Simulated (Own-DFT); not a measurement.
# Computed records: GaN (wurtzite, atoms displaced)

Computed with Own-DFT development build. A calculation, not a measurement: plane-wave PBE density functional theory by an unreviewed code, no spin, of a simulated periodic cell, stress positive in tension, free energy of the whole cell less one offset for each atom, forces on such cells passed a denser k mesh, this cell's mesh not checked; offsets are fitted by least squares, one for each functional and potential file, so energies compare only between cells with the same atoms and settings and are not formation energies; the far tail of each file's local potential was reset to the Coulomb form; each entry is a single point on an unrelaxed cell, so the pressure reflects the starting lattice, mostly measured values (interpolated for alloys), from which strain is counted, and rises with the displacements; printed positions are rounded, which can move forces by about a meV/angstrom; the program, named Own-DFT, is a retired in-house code; no spin-orbit coupling.

```xyz
96
Lattice="12.7560 0.0000 0.0000 -4.7835 8.2853 0.0000 0.0000 0.0000 10.3700" Properties=species:S:1:pos:R:3:force_x:R:1:force_y:R:1:force_z:R:1 formula=GaN functional=PBE potential_files=PseudoDojo_norm-conserving,scalar-relativistic,standard_set_with_the_stringent_files_for_Ga wave_cutoff=96 occupations=Gaussian smearing_width=0.01 k_mesh=3_x_4_x_3_centred_on_Gamma free_energy_of_cell_above_offsets=-5.989 pressure=6.69 stress_xx=-6.43 stress_yy=-7.34 stress_zz=-6.31 stress_yz=0.01 stress_xz=0.96 stress_xy=-0.17
Ga    -0.0668     1.8718    10.2542      0.418     -0.455      1.174
Ga     1.6046     0.9551     2.5659     -0.517     -0.416      1.085
N     -0.0142     1.7826     1.9891     -0.128      0.979      -1.07
N      1.5836     0.9609     4.7078      0.219     -0.615     -2.179
Ga    -0.0008     1.8244     5.2345     -0.342      0.574     -0.262
Ga     1.5715     0.8934     7.7279      0.014     -0.266      0.472
N     -0.0525     1.7630     7.1723      0.829      1.886     -0.107
N      1.5602     0.9446     9.7015     -0.062      0.194       0.27
Ga    -1.5482     4.5867     0.0586     -1.529      0.967     -1.352
Ga     0.0893     3.6989     2.5360     -1.476     -0.694      0.654
N     -1.5967     4.6438     1.9154       0.31     -0.953      1.349
N     -0.0264     3.6709     4.5309      0.674       0.13       0.33
Ga    -1.5665     4.6461     5.1597     -0.965      -0.76       0.04
Ga     0.0180     3.7826     7.7250     -0.733     -1.584      0.642
N     -1.5851     4.7005     7.1754      0.271     -1.852     -1.205
N     -0.0439     3.7295     9.7182      1.412     -0.498     -0.489
Ga    -3.2511     7.4297     0.0617      0.115     -1.114     -2.219
Ga    -1.6532     6.4137     2.5654      0.938      0.693      0.206
N     -3.2170     7.3405     1.9152      1.002       1.35      1.124
N     -1.5976     6.4707     4.5528     -0.541     -0.458     -0.782
Ga    -3.1429     7.3927     5.2084      -0.64     -0.073     -0.315
Ga    -1.6349     6.4459     7.7634     -0.126      1.214       1.37
N     -3.2018     7.3468     7.0965     -0.369     -0.088      0.862
N     -1.6707     6.4394     9.7549      0.542      0.407     -0.237
Ga     3.1816     1.8665    10.3400     -0.665     -0.108      0.962
Ga     4.7715     0.8950     2.6095      0.395      0.731     -0.147
N      3.1378     1.9042     2.0655      1.096     -0.152     -1.484
N      4.8164     0.8678     4.5761     -1.031      0.703     -0.436
Ga     3.1904     1.8371     5.1479      0.816      0.341       0.75
Ga     4.7618     0.8885     7.7819      0.276      0.726     -0.494
N      3.1543     1.7765     7.1755       0.46      1.138     -0.555
N      4.7359     0.9750     9.7040       -0.2     -1.003      0.244
Ga     1.6554     4.6131    10.3138     -1.124     -0.012      1.012
Ga     3.2739     3.7625     2.5878     -1.643     -0.957      0.498
N      1.5882     4.6661     1.9645      1.091     -0.732     -0.995
N      3.1937     3.7002     4.5436     -0.208      0.009      0.055
Ga     1.5969     4.5735     5.2203     -0.134      0.728     -1.208
Ga     3.2294     3.6651     7.8126      0.095     -0.775     -0.196
N      1.6531     4.5857     7.1597     -0.279     -0.187     -0.131
N      3.2347     3.7242     9.7767      0.124     -0.197     -0.344
Ga     0.0156     7.3815    10.3368     -2.245      0.433      0.847
Ga     1.6980     6.4529     2.5420     -3.871     -0.221      1.726
N     -0.1072     7.3986     1.9353      1.171      -0.53     -0.101
N      1.5691     6.5315     4.5380      0.332     -1.628      0.147
Ga    -0.0601     7.3449     5.1636      1.185       0.36      0.578
Ga     1.5117     6.3618     7.7928      0.906      1.559     -0.319
N     -0.0046     7.3712     7.1690     -0.098     -0.742     -0.554
N      1.5021     6.4671     9.7323      1.602     -0.896     -0.656
Ga     6.2878     1.8427    10.3095      1.676     -0.151      0.846
Ga     7.9849     0.9347     2.5986     -0.047      0.209     -0.319
N      6.4101     1.8709     1.9250     -0.957     -0.325     -0.064
N      7.9838     0.9559     4.5332      0.552      -0.92      0.456
Ga     6.3657     1.8033     5.1823      0.574       0.72      -0.03
Ga     7.9325     0.7950     7.7342       0.26        3.4      1.345
N      6.3629     1.8325     7.1263      0.001     -0.209      0.448
N      7.9453     0.9381     9.7729      0.245     -0.903     -0.798
Ga     4.8790     4.6104     0.0542     -0.447          0     -0.407
Ga     6.4568     3.7217     2.5232     -1.259     -1.399      1.921
N      4.8171     4.6107     2.0129      0.522      0.054     -1.139
N      6.4004     3.6607     4.5378     -0.564      0.668     -0.163
Ga     4.7441     4.6778     5.1645      1.068     -2.062      0.037
Ga     6.3734     3.6968     7.8006       0.39     -0.372     -1.357
N      4.7404     4.5598     7.0822      0.777      1.034      0.723
N      6.3699     3.6523     9.6786      0.236      0.478      1.192
Ga     3.1535     7.3099    10.3550      0.857      1.002     -0.313
Ga     4.7573     6.3971     2.6268      0.409      1.503     -1.667
N      3.0883     7.3355     1.9261      3.319      1.414     -0.562
N      4.7625     6.4144     4.4815      0.355      1.258       1.23
Ga     3.1921     7.3234     5.2151     -0.287      1.318     -1.254
Ga     4.7867     6.4891     7.7418       0.25     -1.675      0.972
N      3.2877     7.4045     7.0993     -1.646     -2.395      0.206
N      4.8576     6.3900     9.7395     -1.433      0.803     -0.527
Ga     9.6585     1.8577    10.3290     -2.567     -1.049      1.652
Ga    11.1487     0.8853     2.6781      -0.36      0.798     -1.437
N      9.5702     1.9338     2.0112      0.431     -2.126     -1.078
N     11.1845     0.9309     4.5601      0.161     -0.685      0.516
Ga     9.6560     1.8734     5.1946     -1.546      -0.43     -0.325
Ga    11.1963     0.8513     7.7665     -1.518      0.433     -0.358
N      9.5851     1.8307     7.1058      0.145     -0.649      0.719
N     11.0650     0.8718     9.6837       1.92      0.879     -0.449
Ga     7.9741     4.5761     0.0818      0.111      0.031     -2.395
Ga     9.5287     3.7168     2.5078      0.733      0.201      1.362
N      7.9357     4.6100     1.9235        1.2       1.63      0.949
N      9.5576     3.6375     4.5187      0.576      1.689     -0.115
Ga     7.9780     4.6067     5.1921      0.137     -0.532     -0.313
Ga     9.6393     3.6298     7.7596     -0.487      0.233      0.924
N      8.0602     4.5690     7.1525     -1.004     -0.176     -0.272
N      9.5621     3.5953     9.8083       0.47      2.242     -1.254
Ga     6.3718     7.4380    10.3279      0.244     -2.027       0.63
Ga     8.0440     6.5489     2.5983     -2.427     -1.338      0.108
N      6.3470     7.3920     1.8857      0.026     -0.392      1.309
N      8.0125     6.4865     4.5430     -0.282     -0.292     -0.054
Ga     6.3808     7.3682     5.1656      0.002     -0.132     -0.322
Ga     7.9270     6.3862     7.7030      0.989      0.206      1.203
N      6.3653     7.3290     7.1008      0.252     -0.003     -0.186
N      7.9117     6.3842     9.7178      0.577      0.884     -0.143
```

Units: wave_cutoff in hartree; smearing_width, free_energy_of_cell_above_offsets in eV; pressure, stress_xx, stress_yy, stress_zz, stress_yz, stress_xz, stress_xy in GPa; force_x, force_y, force_z in eV/Å.
